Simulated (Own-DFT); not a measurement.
# What a defect does to the pressure of its cell: 3C SiC

The numbers are computed, not measured, by runs of the plane-wave DFT program Own-DFT (in-house, retired, unreviewed) at fixed positions, with no spin and no spin-orbit coupling.

Method: PBE; PseudoDojo norm-conserving scalar-relativistic files; cutoff 42 hartree; 4 x 4 x 4 k mesh centred on Gamma; Fermi-Dirac smearing of 0.1 eV.

Limits (not all hold for every row): not probed for a lower state with spin; forces on such cells failed a check on a denser k mesh; forces on such cells passed a denser k mesh, each cell not checked; stress not checked against mesh or cutoff.

All runs share one cell, with vectors in Å (8.719, 0.000, 0.000); (0.000, 8.719, 0.000); (0.000, 0.000, 8.719) and a volume of 662.9 Å³. The atoms are randomly displaced, by u rms on each axis. The defect's site can differ from row to row.

```
cell,formula,u (Å),P (GPa)
no defect,C32Si32,0.0302,3.84
no defect,C32Si32,0.0305,3.75
no defect,C32Si32,0.0554,5.31
one C vacancy,C31Si32,0.0302,3.41
one C vacancy,C31Si32,0.0467,4.89
one C vacancy,C31Si32,0.0497,4.92
one C on a Si site,C33Si31,0.0269,1.51
one C on a Si site,C33Si31,0.0486,3.21
one C on a Si site,C33Si31,0.0495,2.94
one Al on a Si site and one N on a C site,AlC31NSi31,0.0471,?
one Al on a Si site and one N on a C site,AlC31NSi31,0.0481,5.11
one Al on a Si site and one N on a C site,AlC31NSi31,0.0535,6.08
one Al on a Si site and one N on a C site,AlC31NSi31,0.0537,5.42
two N on a C site each,C30N2Si32,0.0273,1.98
two N on a C site each,C30N2Si32,0.0306,2.06
two N on a C site each,C30N2Si32,0.0533,3.83
```

## Fit

P = P0 + c u² + a shift for each defect gives P0 = 2.88 GPa, c = 864 ± 76 GPa/Å² and a scatter of 0.23 GPa. The shifts, and each times the cell's volume:

- one Al on a Si site and one N on a C site: 0.33 ± 0.21 GPa, 1.4 eV (not resolved)
- one C vacancy: -0.08 ± 0.19 GPa, -0.3 eV (not resolved)
- two N on a C site each: -1.56 ± 0.19 GPa, -6.5 eV (-3.2 eV for each of its 2 sites)
- one C on a Si site: -1.93 ± 0.19 GPa, -8.0 eV

Positive is outwards. The product with the volume (160.2 GPa Å³ to the eV) is nearly free of the cell's size; divided by the bulk modulus at the cell's pressure it gives the volume that the defect adds. The atoms around the defects weren't relaxed, which would change these numbers.

## Test on the hidden row

Q: what pressure belongs in the blank (one Al on a Si site and one N on a C site, u = 0.0471 Å)?

The fitted form gives 5.13 ± 0.27 GPa. DFT gave 4.99 GPa.
